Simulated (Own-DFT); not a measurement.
# What a defect does to the pressure of its cell: grey tin

No measurement is shown. These are fixed-geometry runs of a retired plane-wave code named Own-DFT, which no person has reviewed; spin and spin-orbit coupling are neglected.

All runs used: PBE; PseudoDojo norm-conserving scalar-relativistic files; cutoff 42 hartree; 3 x 3 x 3 k mesh centred on Gamma; cold (Marzari-Vanderbilt) smearing of 0.2 eV.

Limits (not all hold for every row): not probed for a lower state with spin; forces on such cells moved up to 12 meV/angstrom on a denser k mesh; stress not checked against mesh or cutoff.

All runs share one cell, with vectors in Å (12.978, 0.000, 0.000); (0.000, 12.978, 0.000); (0.000, 0.000, 12.978) and a volume of 2185.9 Å³. u is the rms random offset of the atoms per axis. The defect's site can differ from row to row.

| cell | formula | u (Å) | P (GPa) |
|---|---|---|---|
| no defect | Sn64 | 0.0205 | 3.38 |
| no defect | Sn64 | 0.0500 | 3.63 |
| no defect | Sn64 | 0.0504 | 3.62 |
| two Sn vacancies | Sn62 | 0.0299 | 3.09 |
| two Sn vacancies | Sn62 | 0.0309 | 3.16 |
| two Sn vacancies | Sn62 | 0.0536 | 3.41 |
| one Sn vacancy | Sn63 | 0.0279 | 3.22 |
| one Sn vacancy | Sn63 | 0.0280 | 3.24 |
| one Sn vacancy | Sn63 | 0.0488 | ? |
| one Sn vacancy | Sn63 | 0.0522 | 3.43 |

## Working it out

P = P0 + c u² + a shift for each defect gives P0 = 3.32 GPa, c = 120 ± 11 GPa/Å² and a scatter of 0.03 GPa. The shifts, and each times the cell's volume:

- one Sn vacancy: -0.20 ± 0.03 GPa, -2.7 eV
- two Sn vacancies: -0.29 ± 0.03 GPa, -4.0 eV (-2.0 eV for each of its 2 sites)

A positive shift means that the defect pushes the cell outwards. Shift times volume (160.2 GPa Å³ is 1 eV) depends little on the cell's size, so, taken for each site, it can be compared between cells at like pressure. The atoms around the defects weren't relaxed, which would change these numbers.

## Check

Question: what pressure belongs in the blank (one Sn vacancy, u = 0.0488 Å)?

Estimate: 3.41 ± 0.04 GPa. DFT gave 3.34 GPa.
